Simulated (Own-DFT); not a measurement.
# Strain and stress in C40 NbSi2, 36 atoms (Nb12Si24)

All numbers below are calculated, not measured. The program, named Own-DFT, is a retired in-house plane-wave density functional code that no person has reviewed. Each row is one single-point run on a periodic cell that was not relaxed, without spin or spin-orbit coupling.

Settings of every run: PBEsol; PseudoDojo norm-conserving scalar-relativistic files, made for PBE; cutoff 42 hartree; 4 x 4 x 5 k mesh centred on Gamma; cold (Marzari-Vanderbilt) smearing of 0.2 eV.

Known limits: forces on such cells failed a check on a denser k mesh; stress not checked against mesh or cutoff.

Unstrained cell vectors in Å: (0.000, 8.324, 0.000); (-9.613, 0.000, 0.000); (0.000, 0.000, 6.586). The unstrained cell was taken from the Materials Project. The random moves and any unrelaxed bonds add to the pressure at no strain. Each run strains this cell uniformly, with the atoms carried along. Every atom was also moved at random, by a Gaussian of width 0.05 Å on each axis. Strain is the symmetric tensor, in per cent. Stress is positive in tension, and the pressure is minus a third of its trace.

| run | e_xx (%) | e_yy (%) | e_zz (%) | e_yz (%) | e_xz (%) | e_xy (%) | s_xx (GPa) | s_yy (GPa) | s_zz (GPa) | s_yz (GPa) | s_xz (GPa) | s_xy (GPa) | P (GPa) | E (meV/atom) |
|---|---|---|---|---|---|---|---|---|---|---|---|---|---|---|
| 1 | 0.19 | -0.12 | 1.19 | 1.15 | -0.90 | -0.18 | 3.02 | 1.08 | 5.19 | 3.37 | -2.51 | 0.10 | -3.10 | 16.2 |
| 2 | 0.21 | -0.59 | 0.26 | 0.10 | 1.81 | -1.04 | 0.65 | -0.66 | -0.02 | 0.46 | 5.95 | -3.30 | 0.01 | 30.2 |
| 3 | -0.02 | -1.30 | 0.47 | 0.92 | -0.21 | 0.85 | 0.72 | -3.09 | 1.32 | 2.88 | -0.30 | 2.65 | 0.35 | 4.3 |
| 4 | -0.37 | -1.57 | 0.72 | -0.65 | 1.72 | 1.10 | -1.31 | -3.74 | 0.88 | -2.49 | 5.68 | 3.29 | 1.39 | 20.2 |
| 5 | 1.29 | 1.51 | -2.00 | 0.92 | -0.89 | -1.91 | 4.85 | 5.81 | -7.45 | 2.80 | -2.77 | -4.67 | -1.07 | 28.5 |
| 6 | -0.22 | -1.26 | -0.54 | 1.25 | 1.65 | 1.53 | -1.26 | -4.13 | -4.32 | 4.63 | 5.23 | 4.71 | 3.24 | 22.7 |
| 7 | -0.28 | -0.97 | 1.00 | 1.42 | -1.90 | -0.10 | 0.42 | -1.34 | 2.97 | 4.18 | -5.05 | 0.10 | -0.69 | 10.9 |
| 8 | -0.91 | 0.12 | 0.23 | 0.06 | -0.50 | 0.04 | -2.32 | 1.98 | 0.72 | 0.84 | -1.48 | 0.17 | -0.13 | 1.6 |
| 9 | 1.88 | -0.01 | -1.90 | 1.99 | -0.90 | -1.99 | 5.93 | 1.21 | -8.63 | 6.12 | -2.16 | -5.54 | 0.50 | 35.5 |
| 10 | 0.21 | -0.32 | 1.99 | -0.01 | 1.64 | -1.65 | 3.09 | 2.06 | 7.92 | 0.50 | 4.64 | -4.59 | -4.36 | 18.7 |
| 11 | 0.09 | 1.91 | -0.18 | -0.91 | 0.43 | 0.12 | 2.04 | 8.14 | 0.43 | -2.74 | 1.31 | 0.06 | -3.54 | 18.7 |
| 12 | -1.20 | 0.16 | 0.96 | 1.00 | -0.34 | 0.18 | -2.31 | 1.70 | 1.84 | 2.95 | -0.69 | 0.39 | -0.41 | 26.0 |
| 13 | 0.27 | -1.75 | -0.20 | 1.99 | -1.37 | -1.92 | 0.64 | -5.85 | -3.09 | 6.03 | -4.68 | -5.24 | 2.76 | 32.0 |
| 14 | -0.17 | -1.84 | -1.61 | -0.14 | -0.27 | 0.36 | -1.51 | -7.24 | -8.97 | 0.12 | -0.44 | 1.11 | 5.91 | 0.0 |
| 15 | 1.94 | 0.28 | 0.14 | -1.25 | -0.23 | -1.14 | 7.79 | 4.14 | 2.72 | -3.43 | -0.43 | -3.02 | -4.88 | 8.1 |
| 16 | -1.80 | -0.06 | 1.74 | 1.53 | -0.35 | -0.56 | ? | ? | ? | ? | ? | ? | ? | ? |

E is the free energy for each atom above the lowest run shown.

## Worked fit

Each stress component was fitted by least squares to a constant and the strains of the runs shown, as fractions, with shears doubled. Shear strains stay in the fit of a normal stress only where such slopes are resolved. The slopes, in GPa:

```
stress,at no strain,per e_xx,per e_yy,per e_zz,scatter
s_xx,0.9,349 ± 15,57 ± 11,78 ± 11,0.43
s_yy,1.3,70 ± 17,372 ± 12,88 ± 12,0.47
s_zz,-0.6,83 ± 25,80 ± 17,455 ± 18,0.69
```

Each shear stress against twice its own strain: yz 151 ± 8, xz 149 ± 5, xy 148 ± 5 GPa. These are stiffnesses along x, y and z of the frame in which the cell vectors are given, which need not be the crystal's axes. The atoms are held to the strained lattice; where symmetry lets them move under strain, relaxing them would lower some slopes. The table should be nearly symmetric about its diagonal, and what it lacks of that shows the noise. A ninth of its sum, 181 ± 9 GPa, estimates the bulk modulus near the mean pressure of these runs, -0.3 GPa.

## Withheld run

Question: what normal stresses and pressure should run 16 give?

The fit gives s_xx = -4.1, s_yy = 1.3, s_zz = 5.8 and P = -1.0 GPa. The calculation gave -4.28, 1.49, 5.64 and P = -0.95 GPa.
